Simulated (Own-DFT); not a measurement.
# Run time against the size of the problem

Wall times of single-point runs (energy, forces and, in most, stress) with one build of Own-DFT, an in-house plane-wave density functional program, since retired. Each ran alone on one NVIDIA H200 card, with norm-conserving files, no spin and no use of crystal symmetry. The k points are those left after time reversal, where it was used. Plane waves for each k point are estimated as V (2 E)^(3/2) / (6 π²) in atomic units.

```
       cell  atoms  valence electrons  cutoff (hartree)  volume (Å³)  k mesh  k points  plane waves  time (s)
      In4P4      8                 72                36          202   5x5x5        63        14100       106
    Ga30P34     64                560                42         1295   3x3x3        14       113600      1022
    Ga32P30     62                566                42         1295   3x3x3        14       113600       991
  AlGa31P32     64                566                42         1295   3x3x3        14       113600      1013
    Ga31P33     64                568                42         1295   3x3x3        14       113600      1040
  AsGa32P31     64                586                42         1295   3x3x3        14       113600      1100
  GaIn31P32     64                576                42         1617   3x3x3        14       141900      1443
    Ga46P50     96                848                42         1943   2x3x3        10       170500      2025
 As32GaIn31     64                896                42         1779   3x3x3        14       156100      2143
   As34In30     64                900                42         1779   3x3x3        14       156100      2341
As32Ga24In8     64                896                42         1500   3x3x3        14       131600         ?
```

## Worked fit

Take the size N = k points x plane waves x valence electrons. A line through log(time) against log(N) has a slope of 0.90 ± 0.03 and a scatter of a factor 1.10. Part of the scatter may come from the number of self-consistent steps, which isn't shown. The slope lies under 1: time grows more slowly than N on these runs. Times belong to this build alone.

## Withheld run

Question: how long should the last run take? Its N is 1.65e+09.

The line gives about 1891 s. It took 1698 s.
